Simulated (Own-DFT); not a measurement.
# One trend across several semiconductors

The numbers are computed, not measured, by runs of the plane-wave DFT program Own-DFT (in-house, retired, unreviewed) at fixed positions, with no spin and no spin-orbit coupling.

Known weak points (not all hold for every row): forces on such cells moved up to 12 meV/angstrom on a denser k mesh; forces not confirmed at this smearing and k mesh; k mesh not checked against a denser one; forces on such cells passed a denser k mesh, each cell not checked; stress not checked against mesh or cutoff.

All runs are PBE with PseudoDojo norm-conserving files; cutoff and k mesh are each material's own. Every cell starts from measured lattice constants and was given uniform random strains and small random moves of its atoms. Each triple is the change of volume in per cent, the rms move u in Å and the pressure in GPa.

- wurtzite AlN (Al36N36), 10.45 Å³/atom unstrained: (-3.66, 0.052, 14.43); (-2.21, 0.045, 10.35); (-1.60, 0.052, 9.08); (-0.19, 0.048, 5.98); (0.48, 0.050, 4.62); (1.84, 0.050, 1.96); (3.69, 0.052, -1.33)
- wurtzite GaN (Ga36N36), 11.42 Å³/atom unstrained: (-3.55, 0.048, 14.75); (-1.40, 0.050, 10.72); (-1.11, 0.050, 9.67); (-0.91, 0.047, 8.81); (-0.07, 0.051, 7.64); (0.41, 0.055, 6.64); (2.20, 0.048, 3.64)
- diamond silicon (Si64), 20.02 Å³/atom unstrained: (-3.21, 0.051, 6.08); (-1.00, 0.046, 3.88); (-0.84, 0.046, 3.30); (0.89, 0.049, 1.70); (1.11, 0.048, 1.33); (2.36, 0.053, 0.76); (2.53, 0.048, 0.33)
- zincblende GaP (Ga32P32), 20.24 Å³/atom unstrained: withheld
- zincblende GaAs (As32Ga32), 22.58 Å³/atom unstrained: (-2.87, 0.050, 6.67); (-2.08, 0.052, 5.78); (-1.32, 0.049, 4.96); (-1.18, 0.047, 4.95); (-0.96, 0.053, 4.91); (0.16, 0.048, 3.77); (1.07, 0.050, 3.37)
- zincblende InP (In32P32), 25.27 Å³/atom unstrained: (-3.62, 0.048, 6.59); (-1.97, 0.047, 5.28); (-0.08, 0.046, 3.89); (0.01, 0.050, 3.72); (1.14, 0.049, 2.82); (1.67, 0.049, 2.46); (2.19, 0.048, 2.06)
- grey tin (Sn64), 34.15 Å³/atom unstrained: (-1.19, 0.050, 4.38); (-0.07, 0.052, 3.73); (0.03, 0.051, 3.67); (0.27, 0.053, 3.74); (0.99, 0.051, 3.20); (1.80, 0.054, 2.89); (1.80, 0.050, 2.95)

## Worked fit

Fit a line to each set against the fractional change of volume; B is minus its slope, and u is nearly the same within a set. To take it to zero pressure, assume that B rises by 4 GPa for each GPa: B0 = B - 4 x (mean pressure). The bond length of an ideal tetrahedral crystal with the unstrained volume v is d = (√3/4)(8 v)^(1/3). Cohen's empirical rule reads B0 = (1971 - 220 L) d^(-3.5) GPa, with L = 0 for group IV crystals and SiC and 1 for III-V compounds.

| material | L | d (Å) | B (GPa) | mean P (GPa) | B0 (GPa) | rule (GPa) |
|---|---|---|---|---|---|---|
| wurtzite AlN (Al36N36) | 1 | 1.893 | 212 ± 8 | 6.4 | 186 ± 8 | 188 |
| wurtzite GaN (Ga36N36) | 1 | 1.950 | 195 ± 8 | 8.8 | 160 ± 8 | 169 |
| diamond silicon (Si64) | 0 | 2.352 | 98 ± 5 | 2.5 | 88 ± 5 | 99 |
| zincblende GaP (Ga32P32) | 1 | 2.360 | ? | ? | ? | 87 |
| zincblende GaAs (As32Ga32) | 1 | 2.448 | 84 ± 6 | 4.9 | 64 ± 6 | 76 |
| zincblende InP (In32P32) | 1 | 2.541 | 78 ± 1 | 3.8 | 63 ± 1 | 67 |
| grey tin (Sn64) | 0 | 2.810 | 48 ± 3 | 3.5 | 34 ± 3 | 53 |

A line through ln[B0/(1971 - 220 L)] against ln d has a slope of -4.3 ± 0.3 and a scatter of 11 %. Against the rule, B0 stands at 99 % for wurtzite AlN, 95 % for wurtzite GaN, 90 % for diamond silicon, 84 % for zincblende GaAs, 94 % for zincblende InP, 65 % for grey tin. PBE tends to make silicon and heavier crystals too soft, and the rule itself is only a guide.

## Withheld run

Asked: what B0 does the fitted trend give for zincblende GaP (Ga32P32)?

The straight line predicts 74 GPa. Its own runs give B = 96 ± 5 GPa at a mean pressure of 2.9 GPa, so B0 = 84 GPa.
